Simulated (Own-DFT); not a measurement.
# Response to strain: 2H SiC, 72 atoms (C36Si36)

These are calculations, not measurements. They come from Own-DFT, an in-house plane-wave density functional program, since retired, whose code no person has reviewed. Each row is one single-point run on a periodic cell that was not relaxed, without spin or spin-orbit coupling.

Settings of every run: PBE; PseudoDojo norm-conserving scalar-relativistic files; cutoff 42 hartree; 4 x 4 x 3 k mesh centred on Gamma; Fermi-Dirac smearing of 0.1 eV.

Known limits: forces on such cells passed a denser k mesh, each cell not checked; stress not checked against mesh or cutoff.

Unstrained cell vectors in Å: (9.248, 0.000, 0.000); (-4.624, 8.009, 0.000); (0.000, 0.000, 10.068). The unstrained cell has measured lattice constants (interpolated for alloys), not those of this functional. That, the random moves and any unrelaxed bonds set the pressure at no strain. Each run strains this cell uniformly, with the atoms carried along. Every atom was also moved at random, by a Gaussian of width 0.05 Å on each axis. Strain is the symmetric tensor, in per cent. Stress is positive in tension, and the pressure is minus a third of its trace.

```
run  e_xx (%)  e_yy (%)  e_zz (%)  e_yz (%)  e_xz (%)  e_xy (%)  s_xx (GPa)  s_yy (GPa)  s_zz (GPa)  s_yz (GPa)  s_xz (GPa)  s_xy (GPa)  P (GPa)  E (meV/atom)
  1     -0.19     -1.50      0.26      0.82      0.21      1.98       -7.05      -12.10       -5.69        2.04        1.11        9.97     8.28           4.4
  2     -1.63     -1.33      0.83      0.59     -1.32      1.52      -16.81      -13.43       -2.80        0.86       -4.08        8.41    11.02          31.2
  3      1.77      1.66      0.03     -1.12     -1.04      1.30        5.16        4.49       -5.52       -4.32       -4.24        5.90    -1.38          26.1
  4      1.49      1.23     -0.03     -0.90     -0.01     -1.78        4.31        3.13       -5.94       -2.91        0.43       -7.65    -0.50           7.9
  5     -0.53      1.68      1.17      0.50      0.19      1.93       -5.19        4.39       -0.86        2.05       -0.18        8.42     0.55          15.0
  6     -0.40      1.42      1.80     -0.57     -1.67     -0.18       -6.29        4.51        3.32       -1.86       -4.39       -0.55    -0.52           9.5
  7     -1.67      1.61      1.60      0.20     -1.97      0.97      -11.29        3.22        1.60        0.09       -5.54        4.71     2.16          24.5
  8     -1.82      0.39      1.38      0.03     -0.41     -1.66      -13.29       -3.86       -0.78       -0.73       -1.71       -7.75     5.98          30.5
  9      0.23      0.69     -0.14      0.10      0.50      1.41       -0.84       -2.21       -8.47        0.55        1.35        5.83     3.84          19.3
 10     -0.28     -1.24      1.22     -0.29      0.62     -1.10       -5.34      -11.49       -0.35       -1.65        1.46       -5.38     5.73           0.0
 11     -0.93      0.56      1.95      1.40     -0.67      0.81       -8.96       -1.62        3.62        3.59       -2.63        4.27     2.32          14.7
 12      1.25      0.64     -1.37      1.13      0.34     -0.02        2.67       -1.01      -15.01        3.44        1.27       -0.36     4.45          16.0
 13     -1.82     -1.58     -1.57      0.20      0.55     -0.47      -18.48      -16.57      -18.73        0.83        2.63       -2.92    17.93          39.4
 14     -1.54     -1.79      1.49      1.96      0.30     -0.13      -15.64      -13.46       -1.14        6.42        3.38       -3.88    10.08          33.7
 15     -1.58     -1.16      1.20      1.22     -1.36      0.89      -14.81      -10.77       -3.08        3.79       -5.32        5.47     9.55          43.2
 16      1.17      0.60     -0.52     -1.52      1.43      1.40        1.87        0.73      -10.55       -4.87        5.04        5.15     2.65          16.1
 17     -1.72      0.90     -1.34     -1.25     -0.74     -1.91           ?           ?           ?           ?           ?           ?        ?             ?
```

E is the free energy for each atom above the lowest run shown.

## Worked fit

Each stress component was fitted by least squares to a constant and the strains of the runs shown, as fractions, with shears doubled. Shear strains stay in the fit of a normal stress only where such slopes are resolved. The slopes, in GPa:

```
stress,at no strain,per e_xx,per e_yy,per e_zz,scatter
s_xx,-5.0,565 ± 37,108 ± 31,46 ± 37,1.26
s_yy,-4.8,110 ± 26,512 ± 22,91 ± 26,0.90
s_zz,-7.6,78 ± 21,21 ± 18,604 ± 22,0.74
```

Each shear stress against twice its own strain: yz 165 ± 9, xz 164 ± 19, xy 235 ± 12 GPa. These are stiffnesses along x, y and z of the frame in which the cell vectors are given, which need not be the crystal's axes. The atoms are held to the strained lattice; where symmetry lets them move under strain, relaxing them would lower some slopes. The table should be nearly symmetric about its diagonal, and what it lacks of that shows the noise. A ninth of its sum, 237 ± 5 GPa, estimates the bulk modulus near the mean pressure of these runs, 5.1 GPa, so it lies above the value at zero pressure.

## Withheld run

Question: what normal stresses and pressure should run 17 give?

The fit gives s_xx = -14.3, s_yy = -3.3, s_zz = -16.8 and P = 11.5 GPa. The calculation gave -17.20, -3.20, -13.78 and P = 11.40 GPa. This run lies off the fit, by chance or by something that the fit leaves out.
